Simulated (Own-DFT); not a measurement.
# What a defect does to the pressure of its cell: C11b WSi2

Everything here is calculated. The program is Own-DFT (plane waves, in-house, since retired, never reviewed by a person); positions were held fixed, and spin and spin-orbit coupling were off.

Method: PBE; PseudoDojo norm-conserving scalar-relativistic files; cutoff 50 hartree; 5 x 5 x 5 k mesh centred on Gamma; cold (Marzari-Vanderbilt) smearing of 0.2 eV.

Caveats: forces on such cells failed a check on a denser k mesh; stress not checked against mesh or cutoff.

All runs share one cell, with vectors in Å (-2.148, -5.953, 3.409); (-6.444, 2.976, 1.136); (-2.553, -2.948, -6.757) and a volume of 403.2 Å³. Atoms were moved at random from their sites; u is the rms move along one axis. The defect's site can differ from row to row.

| cell | formula | u (Å) | P (GPa) |
|---|---|---|---|
| no defect | Si20W10 | 0.0202 | 4.56 |
| no defect | Si20W10 | 0.0497 | 6.02 |
| no defect | Si20W10 | 0.0531 | 6.19 |
| one Si vacancy | Si19W10 | 0.0307 | 3.21 |
| one Si vacancy | Si19W10 | 0.0323 | 3.57 |
| one Si vacancy | Si19W10 | 0.0457 | ? |
| one Si vacancy | Si19W10 | 0.0465 | 4.30 |
| one Si on a W site | Si21W9 | 0.0297 | 5.92 |
| one Si on a W site | Si21W9 | 0.0483 | 7.07 |
| one Si on a W site | Si21W9 | 0.0528 | 6.96 |
| one W on a Si site | Si19W11 | 0.0262 | 9.71 |
| one W on a Si site | Si19W11 | 0.0484 | 11.28 |
| one W on a Si site | Si19W11 | 0.0567 | 10.86 |

## What the rows give

P = P0 + c u² + a shift for each defect gives P0 = 4.41 GPa, c = 622 ± 96 GPa/Å² and a scatter of 0.30 GPa. The shifts, and each times the cell's volume:

- one W on a Si site: 4.91 ± 0.24 GPa, 12.4 eV
- one Si on a W site: 1.00 ± 0.24 GPa, 2.5 eV
- one Si vacancy: -1.57 ± 0.25 GPa, -4.0 eV

Positive is outwards. The product with the volume (160.2 GPa Å³ to the eV) is nearly free of the cell's size; divided by the bulk modulus at the cell's pressure it gives the volume that the defect adds. The atoms around the defects weren't relaxed, which would change these numbers.

## Withheld run

Asked: what pressure belongs in the blank (one Si vacancy, u = 0.0457 Å)?

From the fit: 4.14 ± 0.35 GPa. The run itself gave 3.97 GPa.
